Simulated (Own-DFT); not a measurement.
## Calculated data, Hf$_{36}$O$_{71}$ (tetragonal hafnia with one neutral oxygen vacancy, atoms displaced)

A calculation, not a measurement: plane-wave PBE and HSE06 DFT by an unreviewed code, no spin, of a simulated cell at Gamma alone, so results move with cell size and shape, stress positive in tension, energies less offsets, not probed for a lower state with spin; hafnium file: forces about 75 meV/angstrom off all-electron values; oxygen file: force components 24 meV/angstrom off all-electron in a glass; k mesh not checked against a denser one; forces and stress are PBE's, HSE06 gives the energy alone, and its difference from PBE has offsets of its own; offsets are fitted by least squares, one for each functional and potential file, so energies compare only between cells with the same atoms and settings and are not formation energies; the far tail of each file's local potential was reset to the Coulomb form; each entry is a single point on an unrelaxed cell, so the pressure reflects the starting lattice, taken from the Materials Project, from which strain is counted, and rises with the displacements; printed positions are rounded, which can move forces by about a meV/angstrom; the program is a retired in-house code; no spin-orbit coupling. Program: Own-DFT development build.

Common to all runs: first functional PBE; second functional HSE06; exact exchange share 0.25; screening 0.11 1/bohr; exchange divergence Gygi-Baldereschi; potential files PseudoDojo norm-conserving, scalar-relativistic, made for PBE, standard set; wave cutoff 48 hartree; occupations fixed; k mesh 1 x 1 x 1 centred on Gamma.

(1) 
```xyz
107
Lattice="10.7800 0.0000 0.0000 0.0000 10.7800 0.0000 0.0000 0.0000 10.4493" Properties=species:S:1:pos:R:3:force_x:R:1:force_y:R:1:force_z:R:1 formula=Hf36O71 PBE_energy_of_cell_above_offsets=-100.517 HSE06_less_PBE_above_offsets=-0.135 PBE_pressure=0.89 PBE_stress_xx=-0.99 PBE_stress_yy=-0.27 PBE_stress_zz=-1.4 PBE_stress_yz=0.64 PBE_stress_xz=0.3 PBE_stress_xy=0
Hf     0.0094    10.7593    10.4016     -0.152      0.862      0.532
Hf     1.8137     1.8012     2.5965     -1.151     -0.808      0.241
O     10.7587     1.7870     1.5996      0.516      0.247      -0.07
O      1.7867    10.7574     3.6769      0.377      0.674     -0.536
O     10.7643     1.7786     4.1793      0.083     -0.077     -0.109
O      1.8009     0.0386     1.0120      0.385     -0.235      -0.03
Hf    10.7358     0.0092     5.2824      1.714     -0.391     -1.128
Hf     1.8355     1.8143     7.8530     -0.966     -0.296     -0.203
O     10.7531     1.8205     6.7346      0.553      -0.14      0.701
O      1.7623     0.0074     8.8822      0.355     -0.181     -0.225
O     10.7760     1.8146     9.3502      0.234      0.059      0.526
O      1.8046    10.7617     6.2737      0.298      0.777     -0.314
Hf     0.0900     3.6180    10.4303     -2.358     -0.697     -0.045
Hf     1.7398     5.3550     2.5832     -0.044      1.018      1.254
O     10.7624     5.3667     1.5901      0.348      0.127     -0.455
O      1.8398     3.5831     3.6578     -0.098     -0.166     -0.442
O      0.0108     5.3593     4.1694      0.136      0.371     -0.027
O      1.8052     3.5951     1.0175     -0.011      0.292      0.711
Hf    10.7621     3.5294     5.1889       0.24      0.999      0.573
Hf     1.8518     5.3664     7.7979     -1.198      0.511     -0.569
O      0.0111     5.4143     6.7526      0.275     -0.419      0.932
O      1.8454     3.6465     8.8902     -0.197     -0.659      0.072
O     10.7530     5.3519     9.4143      0.181      1.161      0.193
O      1.8352     3.5756     6.2694     -0.153      0.046     -0.343
Hf     0.0436     7.1793     0.0036     -1.153     -0.034     -0.429
Hf     1.8545     8.9969     2.6228     -1.614      0.159      0.759
O     10.7499     9.0089     1.6465      0.524     -0.098     -0.586
O      1.7538     7.2564     3.6285      0.708     -1.367       -0.2
O     10.7539     8.9267     4.2461     -0.317       1.83     -0.305
O      1.7805     7.1641     1.0765       0.42      0.199     -0.698
Hf    10.7579     7.2402     5.2435      1.242     -1.595     -0.222
Hf     1.8293     8.9186     7.8432     -0.635      1.333     -0.532
O      0.0587     8.9793     6.8158     -1.128     -0.055      0.216
O      1.8132     7.2089     8.8502     -0.238     -1.523      0.751
O     10.7670     9.0107     9.4048     -0.345      -1.07      0.518
O      1.7978     7.1733     6.2195      0.468     -0.181      0.287
Hf     3.5897    10.7605    10.4008     -0.037      0.592      0.209
Hf     5.3571     1.7980     2.6611      0.417     -0.217     -1.148
O      3.5764     1.8716     1.6069      0.638     -0.284     -0.231
O      5.3746    10.7327     3.5862     -0.036      1.101      0.747
O      3.6194     1.8153     4.1376      0.099     -0.744       0.66
O      5.4169    10.7250     1.0445     -0.964      0.364     -0.949
Hf     3.6051     0.0498     5.2152     -1.309     -1.163       0.18
Hf     5.4380     1.8179     7.7957     -0.681       0.03       0.91
O      3.5941     1.8281     6.8602       1.02     -0.393     -0.868
O      5.3595    10.7176     8.8162      0.152      1.281      0.367
O      3.5676     1.8036     9.4381     -0.052     -0.253      0.249
O      5.4002    10.7338     6.2228     -0.209      0.503      0.207
Hf     3.5664     3.6380     0.0227      1.388     -0.598     -0.299
Hf     5.3750     5.4020     2.5784      0.352     -0.092      0.268
O      3.5920     5.4243     1.6175     -0.331     -0.343     -0.206
O      5.3530     3.5892     3.6332      0.306      0.197      0.169
O      3.6205     5.3608     4.2159     -0.119      0.567     -0.166
O      5.4406     3.6274     1.0170     -1.435     -0.108      0.071
Hf     3.6363     3.5743     5.1523     -0.525      0.658      1.152
Hf     5.3707     5.3432     7.8268      1.166      0.917      0.703
O      3.6269     5.3778     6.8253     -0.414      0.241     -0.352
O      5.3655     3.5467     8.8448      0.083      0.171      0.101
O      3.6305     5.3798     9.4481     -0.229      0.719      0.079
O      5.4208     3.6543     6.2799     -0.242     -0.793     -0.718
Hf     3.5863     7.2537     0.0165      0.507     -1.516      -0.42
Hf     5.3556     8.9789     2.5881      0.821      0.075      0.412
O      3.5907     8.9881     1.6198     -0.006     -0.248     -1.098
O      5.3837     7.2185     3.6547      0.123     -0.677     -0.478
O      3.6039     9.0070     4.2397     -0.035     -0.117     -0.259
O      5.4151     7.1752     0.9895     -1.357      0.151      0.943
Hf     3.5911     7.1603     5.2003      0.111      0.635       0.45
Hf     5.4000     8.9917     7.8027     -0.511      -1.97      0.013
O      3.5317     8.9635     6.8187      1.508      0.122     -0.054
O      5.3784     7.1854     8.8923     -0.351      0.053     -0.628
O      3.5184     8.9463     9.4013      0.287      1.024      0.525
O      5.4026     7.2249     6.2526     -0.045     -0.283     -0.472
Hf     7.1956     0.0022    10.4347      0.215     -0.276      0.266
Hf     8.9426     1.7916     2.6123      0.611     -0.013      -0.28
O      7.1507     1.7885     1.6039     -0.016     -0.061     -0.072
O      8.9697    10.7566     3.6794     -0.001      0.196     -0.501
O      7.2124     1.7901     4.1737     -0.496     -0.255      0.559
O      8.9687     0.0442     0.9963     -0.098     -0.192      -0.01
Hf     7.1743     0.0028     5.2662      1.058     -0.169     -1.027
Hf     8.9919     1.8138     7.8464      0.886      0.674      0.446
O      7.2154     1.8444     6.8323     -0.512     -0.645     -0.707
O      8.9630     0.0025     8.8513     -0.207     -0.301     -0.264
O      7.2236     1.8201     9.4205      -0.52     -1.112     -0.263
O      9.0285    10.7680     6.2324     -1.917     -0.086      0.817
Hf     7.1801     3.5615    10.4437      1.059      1.149      0.202
Hf     8.9583     5.4108     2.6061     -0.084     -0.889     -0.221
O      7.1490     5.3549     1.5677       0.29      0.463      0.765
O      8.9875     3.6150     3.6591     -0.158     -0.592      -0.13
O      7.2406     5.3857     4.2227     -0.257      0.268     -0.155
O      8.9821     3.6292     1.0343      0.241     -0.349      -0.25
Hf     7.2210     3.5634     5.2129       0.29      1.011       0.29
Hf     8.9767     5.3697     7.8003      0.404      0.463      0.712
O      7.2089     5.3535     6.8567     -0.528      0.357      -0.54
O      8.9707     3.6095     8.8481       0.26     -0.716     -0.247
O      7.2556     5.3482     9.4180     -0.174      0.904      0.348
O      8.9700     3.5889     6.2699      0.281     -0.113     -0.499
Hf     7.1820     7.2052     0.0590      0.081     -1.346      -1.45
Hf     8.9699     8.9623     2.6385      0.242      1.109     -0.353
O      7.1489     8.9802     1.5880      0.787     -0.213      0.198
O      9.0151     7.2109     3.5904     -0.622      -0.46      0.583
O      7.1669     9.0210     4.2323      0.225     -0.268     -0.235
O      8.9472     7.1365     1.0164      1.221      0.248     -0.382
Hf     7.2155     7.2302     5.1791     -0.681     -0.646      0.875
Hf     8.9665     8.9749     7.8109        0.8     -0.797      0.599
O      7.1741     8.9357     6.7984      0.598       0.61      0.054
O      7.1751     8.8990     9.4309      0.672      1.442     -0.391
O      9.0218     7.1940     6.2266     -1.331      0.331      0.398
```

Units: PBE_energy_of_cell_above_offsets, HSE06_less_PBE_above_offsets in eV; PBE_pressure, PBE_stress_xx, PBE_stress_yy, PBE_stress_zz, PBE_stress_yz, PBE_stress_xz, PBE_stress_xy in GPa; force_x, force_y, force_z in eV/Å.

(2) 
```xyz
107
Lattice="10.7800 0.0000 0.0000 0.0000 10.7800 0.0000 0.0000 0.0000 10.4493" Properties=species:S:1:pos:R:3:force_x:R:1:force_y:R:1:force_z:R:1 formula=Hf36O71 PBE_energy_of_cell_above_offsets=-96.958 HSE06_less_PBE_above_offsets=0.059 PBE_pressure=2.31 PBE_stress_xx=-2.46 PBE_stress_yy=-1.93 PBE_stress_zz=-2.55 PBE_stress_yz=0.11 PBE_stress_xz=0.03 PBE_stress_xy=-0.02
Hf     0.0552    10.7467     0.0016     -1.171      0.719     -0.497
Hf     1.8907     1.7061     2.5668       -1.9      0.675      1.488
O     10.7243     1.7528     1.5612      2.776      0.299      -0.63
O      1.7958    10.7461     3.6784      -0.03      0.076     -1.257
O     10.6663     1.8064     4.2019      0.714      0.517      0.339
O      1.7599    10.7409     1.0071      1.567      0.673      0.402
Hf     0.0185     0.0341     5.2470     -1.113     -0.475     -1.065
Hf     1.8245     1.7334     7.7812     -1.546      0.638      0.404
O     10.7282     1.7060     6.8530      1.847      0.361     -0.865
O      1.7586    10.7755     8.9161      0.531     -0.411     -0.801
O     10.6788     1.7557     9.3278      0.594      0.185       1.69
O      1.7805    10.7367     6.1746       1.18      0.565      1.537
Hf    10.7359     3.7115     0.0423      1.053      -2.39     -1.144
Hf     1.7618     5.4475     2.5767      1.436     -1.381       0.55
O     10.7425     5.3710     1.6503      1.168     -0.413     -1.047
O     10.7778     5.4398     4.2198     -0.107     -0.528     -0.377
O      1.8756     3.6473     1.0267     -1.246     -0.081     -0.188
Hf    10.7703     3.6808     5.2610     -0.456     -2.055      -1.57
Hf     1.7775     5.3466     7.8115       2.09       0.35      1.451
O      0.1567     5.2884     6.7671      -3.45      0.815     -0.016
O      1.7203     3.5979     8.8308      0.522     -0.743     -0.279
O      0.0296     5.4062     9.4103     -0.515      0.618     -0.209
O      1.7460     3.5633     6.2046      1.189     -0.402      -0.04
Hf    10.7327     7.1720     0.0812      0.871      1.209     -1.041
Hf     1.7804     8.9071     2.6068     -0.305      1.084      0.829
O      0.0754     8.9816     1.5172     -0.312     -0.618      0.358
O      1.7909     7.1725     3.7376      0.192     -0.016     -1.283
O     10.7750     8.9541     4.1072      0.455      0.119      1.249
O      1.8221     7.0864     0.9789     -0.236     -0.023      0.987
Hf     0.0328     7.1616     5.2801     -1.347       2.41     -1.136
Hf     1.8198     8.9453     7.8497     -0.995      0.682     -0.384
O      0.0062     9.0529     6.8055       0.22     -0.541      0.621
O      1.8072     7.2351     8.8866      0.161     -1.153     -0.808
O     10.7335     8.9561     9.4674      0.155      0.187     -0.494
O      1.8109     7.1421     6.2103      0.209      0.519      1.248
Hf     3.5720     0.0114    10.4449      0.336     -0.741      0.656
Hf     5.3883     1.8322     2.6187      0.812     -0.392      0.708
O      3.5609     1.8031     1.5526      1.135     -0.458      -0.62
O      5.3663    10.7723     3.6260     -0.061      0.267     -0.365
O      3.6124     1.7264     4.2452     -0.575       1.01      -0.75
O      5.4237    10.7661     1.0086     -0.639       0.13      -0.76
Hf     3.6369    10.6242     5.2323     -0.502      1.804     -0.955
Hf     5.2859     1.8203     7.8577      2.579        0.9      -0.42
O      3.6219     1.8365     6.7613     -1.148     -0.045      0.395
O      5.5208     0.0378     8.8041     -1.137     -0.982      0.327
O      3.5592     1.7725     9.3605      0.255     -0.078       0.28
O      5.3704    10.7555     6.1782      0.269     -0.011      1.377
Hf     3.6532     3.5841    10.4208      0.178      0.483      0.463
Hf     5.3905     5.4711     2.6197      0.699     -1.486     -1.152
O      3.6168     5.3600     1.5952      0.308      0.532     -0.259
O      5.4273     3.6124     3.6423     -0.151      0.574      0.038
O      3.5724     5.3894     4.1778       0.05     -0.145      0.218
O      5.4576     3.5707     1.0500     -1.541     -0.094     -0.254
Hf     3.5601     3.5544     5.2314      0.709      -0.23     -0.613
Hf     5.3938     5.4573     7.8399     -0.296     -2.328      -0.78
O      3.6072     5.3935     6.8263      -0.75     -0.062     -0.248
O      5.3437     3.6505     8.8715     -0.247     -0.839     -0.124
O      3.6327     5.3598     9.3778     -0.421      0.407      0.531
O      5.3911     3.6320     6.2515      0.023     -0.088     -0.169
Hf     3.5831     7.1210    10.3924      0.329       0.25      0.806
Hf     5.4067     9.0117     2.5755      0.852      0.886     -0.482
O      3.5716     8.9993     1.6256     -0.487      0.285     -0.573
O      5.4206     7.2446     3.5032     -0.181     -1.124      1.819
O      3.6087     8.9761     4.2005     -0.028     -1.723      -0.41
O      5.3616     7.3459     0.9514      0.341     -0.942     -0.836
Hf     3.5737     7.1536     5.2130     -0.085     -0.076     -0.332
Hf     5.3201     8.9812     7.9043      1.449      0.996     -1.655
O      3.6316     9.0153     6.7455     -0.714     -0.439      1.092
O      5.3766     7.1657     8.7936      0.328      1.403      1.007
O      3.5560     8.9590     9.3775      0.867      0.812      0.027
O      5.3565     7.1516     6.2384     -0.285     -0.002     -0.206
Hf     7.2489    10.7424    10.4439     -0.418      1.616      0.793
Hf     9.0565     1.7160     2.5360     -1.474      0.226      1.832
O      7.1716     1.8352     1.6370      0.512     -0.249     -0.851
O      8.9404    10.7664     3.5654      0.291      0.216      0.985
O      7.1987     1.7725     4.1864     -0.435      1.086      0.519
O      9.0181    10.7256     1.1037      -0.29      0.428      -1.93
Hf     7.1849     0.0807     5.2925      0.411     -1.053     -1.339
Hf     8.9900     1.7268     7.8498     -0.551      1.168     -0.139
O      7.1801     1.7614     6.8381     -1.053      0.141     -0.356
O      8.9259    10.7450     8.7426     -0.187      0.479      2.118
O      7.1697     1.8505     9.3455      0.122     -0.889      1.554
O      8.9659     0.0735     6.2293      0.431     -0.376     -0.048
Hf     7.2162     3.5468     0.0413     -0.286     -0.195     -0.693
Hf     9.0376     5.3320     2.6965     -2.266       2.55     -0.694
O      7.2281     5.4333     1.5662     -0.615       0.11      0.582
O      8.9598     3.6093     3.5179      0.164     -1.263      1.019
O      7.3077     5.4229     4.1799     -0.779     -0.396      0.383
O      8.9859     3.5735     0.9483      0.321      0.285      1.006
Hf     7.1684     3.6385     5.2182     -0.478     -1.438     -0.606
Hf     9.0145     5.4255     7.8187     -0.419     -0.842       0.16
O      7.1758     5.4050     6.8178      0.926      0.163      0.355
O      8.9687     3.5547     8.9013      0.331      1.994     -1.207
O      7.1323     5.3788     9.4890      0.442      0.028     -1.347
O      8.9565     3.5858     6.1689      0.418      0.767      0.808
Hf     7.2571     7.1535    10.3272     -0.217      0.496      3.122
Hf     8.9888     8.9844     2.6383     -0.118      0.731     -0.148
O      7.2144     8.9592     1.6104     -0.057        0.2     -0.943
O      8.9365     7.3231     3.6050      0.699     -3.612      0.877
O      7.2522     8.9374     4.1671     -1.105      0.846      0.643
O      9.0644     7.1018     1.0481     -1.563      0.428     -0.441
Hf     7.0941     7.1533     5.2085      2.123      2.383     -0.358
Hf     8.9378     9.0095     7.8875      0.466     -0.699     -2.511
O      7.2455     8.9287     6.6854     -1.452      0.224      2.116
O      9.0037     7.2617     8.9166     -0.611     -1.955     -0.201
O      7.2270     9.0508     9.4435     -0.392      -1.78     -0.883
O      8.9930     7.2518     6.2839      0.637     -1.745       0.02
```

Units: PBE_energy_of_cell_above_offsets, HSE06_less_PBE_above_offsets in eV; PBE_pressure, PBE_stress_xx, PBE_stress_yy, PBE_stress_zz, PBE_stress_yz, PBE_stress_xz, PBE_stress_xy in GPa; force_x, force_y, force_z in eV/Å.
